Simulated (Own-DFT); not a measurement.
Simulation results for SiGe$_{3}$ (diamond lattice with Si and Ge gathered in clusters, atoms displaced)

Computed with Own-DFT development build. A calculation, not a measurement: plane-wave density functional theory by an unreviewed code, no spin, of a simulated periodic cell, stress positive in tension, run twice, with PBE and with PBEsol, both on files made for PBE, so the change isn't that of files made for PBEsol; forces on such cells passed a denser k mesh, this cell's mesh not checked; the far tail of each file's local potential was reset to the Coulomb form; each entry is a single point on an unrelaxed cell, so the pressure reflects the starting lattice, mostly measured values (interpolated for alloys), from which strain is counted, and rises with the displacements; printed positions are rounded, which can move forces by about a meV/angstrom; the program, named Own-DFT, is a retired in-house code; no spin-orbit coupling; stress was not checked against mesh or cutoff.

## SiGe$_{3}$ (diamond lattice with Si and Ge gathered in clusters, atoms displaced)

```
SiGe3
1.0
     11.2025     0.0000     0.0000
      0.0000    11.2025     0.0000
      0.0000     0.0000    11.2025
Ge Si Ge Si Ge Si Ge Si Ge Si Ge Si Ge Si Ge Si Ge Si Ge Si Ge Si Ge
5 1 2 1 7 1 1 1 5 5 14 1 3 1 2 1 3 1 1 1 1 2 4
Direct
  0.99695 0.00179 0.99881
  0.99663 0.25006 0.24631
  0.25007 0.99640 0.25035
  0.25192 0.25195 0.99954
  0.12415 0.12462 0.12368
  0.12599 0.37867 0.37375
  0.37466 0.12802 0.37249
  0.37942 0.36944 0.12197
  0.99631 0.99918 0.49649
  0.00082 0.25120 0.75235
  0.25230 0.99869 0.75173
  0.25218 0.24769 0.49854
  0.13010 0.12436 0.62034
  0.12491 0.37514 0.87189
  0.37279 0.12736 0.87857
  0.37376 0.37469 0.63000
  0.00008 0.49759 0.00593
  0.99723 0.75044 0.25157
  0.24421 0.49875 0.25295
  0.24939 0.74800 0.99969
  0.12896 0.62896 0.12667
  0.12222 0.87291 0.37152
  0.37859 0.63147 0.37588
  0.37264 0.87625 0.12148
  0.99766 0.49758 0.49824
  0.00335 0.75096 0.75285
  0.25007 0.49667 0.75126
  0.25103 0.75206 0.49907
  0.12265 0.62582 0.62408
  0.12081 0.87220 0.87259
  0.37209 0.62236 0.87224
  0.37762 0.87519 0.62507
  0.50307 0.99762 0.00331
  0.49868 0.24495 0.24949
  0.75111 0.00273 0.24930
  0.75147 0.24807 0.99487
  0.62006 0.12532 0.12478
  0.62727 0.37110 0.37890
  0.87748 0.12220 0.37564
  0.87610 0.37655 0.12735
  0.49845 0.99758 0.50068
  0.50258 0.24966 0.74752
  0.74718 0.99535 0.75151
  0.74798 0.25361 0.49845
  0.62649 0.12595 0.62578
  0.62581 0.37568 0.87948
  0.87579 0.12147 0.87633
  0.88101 0.37454 0.62779
  0.49852 0.49728 0.99718
  0.49940 0.75076 0.25019
  0.74972 0.49943 0.24870
  0.75519 0.74861 0.00198
  0.62479 0.62357 0.12550
  0.62568 0.88044 0.37162
  0.87948 0.62358 0.37555
  0.87347 0.87414 0.12782
  0.49809 0.50106 0.50274
  0.49869 0.75586 0.75028
  0.74769 0.49834 0.75207
  0.75338 0.74906 0.50055
  0.62865 0.62590 0.62312
  0.62293 0.87982 0.87192
  0.87938 0.62328 0.87924
  0.87293 0.87469 0.62733
```

* functional: PBE, then PBEsol
* potential files: PseudoDojo norm-conserving, scalar-relativistic, standard set
* wave cutoff: 42 hartree
* occupations: Fermi-Dirac
* smearing width: 0.1 eV
* k mesh: 3 x 3 x 3 centred on Gamma
* PBE pressure: 3.44 GPa
* PBE stress xx: -3.43 GPa
* PBE stress yy: -3.43 GPa
* PBE stress zz: -3.45 GPa
* PBE stress yz: 0.25 GPa
* PBE stress xz: 0.32 GPa
* PBE stress xy: -0.04 GPa
* PBEsol pressure: 0.72 GPa
* PBEsol stress xx: -0.72 GPa
* PBEsol stress yy: -0.72 GPa
* PBEsol stress zz: -0.74 GPa
* PBEsol stress yz: 0.25 GPa
* PBEsol stress xz: 0.3 GPa
* PBEsol stress xy: -0.04 GPa
* rms change of force components from PBE to PBEsol: 0.04 eV/Å

Force:
```csv
force element,PBE force x (eV/Å),PBE force y (eV/Å),PBE force z (eV/Å),PBEsol force x (eV/Å),PBEsol force y (eV/Å),PBEsol force z (eV/Å)
Ge,0.475,-0.699,0.454,0.458,-0.673,0.439
Ge,0.874,0.131,0.886,0.813,0.091,0.82
Ge,-0.203,0.546,-0.115,-0.2,0.53,-0.119
Ge,-0.705,-0.116,0.034,-0.671,-0.123,0.029
Ge,0.266,0.035,0.031,0.252,0.036,0.027
Si,-0.462,-0.446,0.289,-0.461,-0.529,0.293
Ge,-0.072,-0.959,0.314,-0.068,-0.929,0.306
Ge,-0.814,0.998,0.934,-0.763,0.933,0.865
Si,0.647,-0.223,0.653,0.633,-0.218,0.634
Ge,-0.016,-0.606,-0.702,0.028,-0.619,-0.635
Ge,-0.214,0.076,-0.079,-0.202,0.078,-0.078
Ge,-0.326,1.126,-0.318,-0.283,1.045,-0.272
Ge,-1.024,-0.531,0.291,-0.949,-0.483,0.311
Ge,-0.018,0.645,0.866,-0.02,0.55,0.846
Ge,0.741,-0.42,-0.369,0.714,-0.405,-0.357
Ge,0.142,0.383,-0.647,0.152,0.297,-0.629
Si,0.621,0.348,-0.391,0.605,0.34,-0.383
Ge,0.039,-0.579,-0.117,0.083,-0.512,-0.154
Si,1.134,0.188,-0.228,1.159,0.24,-0.279
Ge,0.056,0.308,-0.448,0.051,0.301,-0.426
Ge,-0.705,-1.014,0.191,-0.685,-0.912,0.174
Ge,0.196,0.202,1.074,0.191,0.198,0.967
Ge,-0.854,-1.206,0.304,-0.787,-1.129,0.253
Ge,0.265,-0.442,0.293,0.262,-0.427,0.288
Si,0.492,0.216,0.297,0.486,0.207,0.294
Si,-0.506,-0.766,-0.804,-0.537,-0.705,-0.738
Si,-0.676,0.76,-0.643,-0.625,0.701,-0.592
Si,-0.498,-0.269,0.443,-0.444,-0.224,0.391
Si,0.368,-0.19,-0.041,0.366,-0.189,-0.042
Ge,0.408,0.358,0.334,0.439,0.389,0.365
Ge,0.131,0.09,-0.159,0.163,0.122,-0.11
Ge,-0.938,-0.181,-0.331,-0.868,-0.136,-0.284
Ge,-0.64,0.389,-0.537,-0.623,0.382,-0.518
Ge,0.443,0.791,0.247,0.423,0.754,0.228
Ge,-0.151,0.17,-0.194,-0.15,0.157,-0.186
Ge,-0.066,0.141,0.955,-0.072,0.136,0.923
Ge,1.058,0.037,-0.146,1.021,0.026,-0.14
Ge,-0.572,0.993,-0.502,-0.594,0.937,-0.524
Ge,-0.529,0.771,0.362,-0.526,0.751,0.269
Ge,-0.668,0.164,-0.464,-0.64,0.082,-0.446
Ge,0.275,0.726,-0.241,0.268,0.701,-0.231
Ge,-0.182,0.03,0.759,-0.183,0.025,0.737
Ge,0.491,0.964,-0.395,0.469,0.932,-0.379
Si,1.256,-0.568,0.923,1.189,-0.594,0.865
Ge,0.298,-0.048,-0.641,0.248,-0.081,-0.582
Ge,0.161,-0.066,-1.037,0.12,-0.097,-0.969
Ge,-0.314,0.238,-0.775,-0.305,0.229,-0.739
Si,-1.202,0.329,-0.437,-1.144,0.277,-0.38
Ge,0.045,0.557,0.393,0.049,0.526,0.382
Ge,0.292,0.393,-0.456,0.277,0.38,-0.439
Si,0.209,0.248,0.733,0.166,0.205,0.675
Ge,-0.834,0.201,-0.412,-0.801,0.193,-0.391
Ge,0.102,-0.153,0.011,0.067,-0.112,-0.026
Ge,0.356,-0.921,0.649,0.313,-0.858,0.598
Si,-0.944,-0.28,0.159,-0.889,-0.229,0.105
Ge,0.149,0.357,-0.206,0.142,0.345,-0.201
Si,0.174,-0.088,-0.128,0.17,-0.086,-0.124
Ge,0.303,-1.084,-0.069,0.291,-1.036,-0.07
Si,0.825,0.046,-0.284,0.765,0.079,-0.238
Si,0.016,-0.007,-0.719,-0.028,0.038,-0.662
Ge,-0.182,-0.211,0.189,-0.212,-0.174,0.216
Ge,0.252,-1.026,1.027,0.244,-0.984,0.989
Ge,0.064,-0.424,-0.667,0.022,-0.372,-0.606
Ge,0.692,-0.432,-0.394,0.631,-0.378,-0.341
```
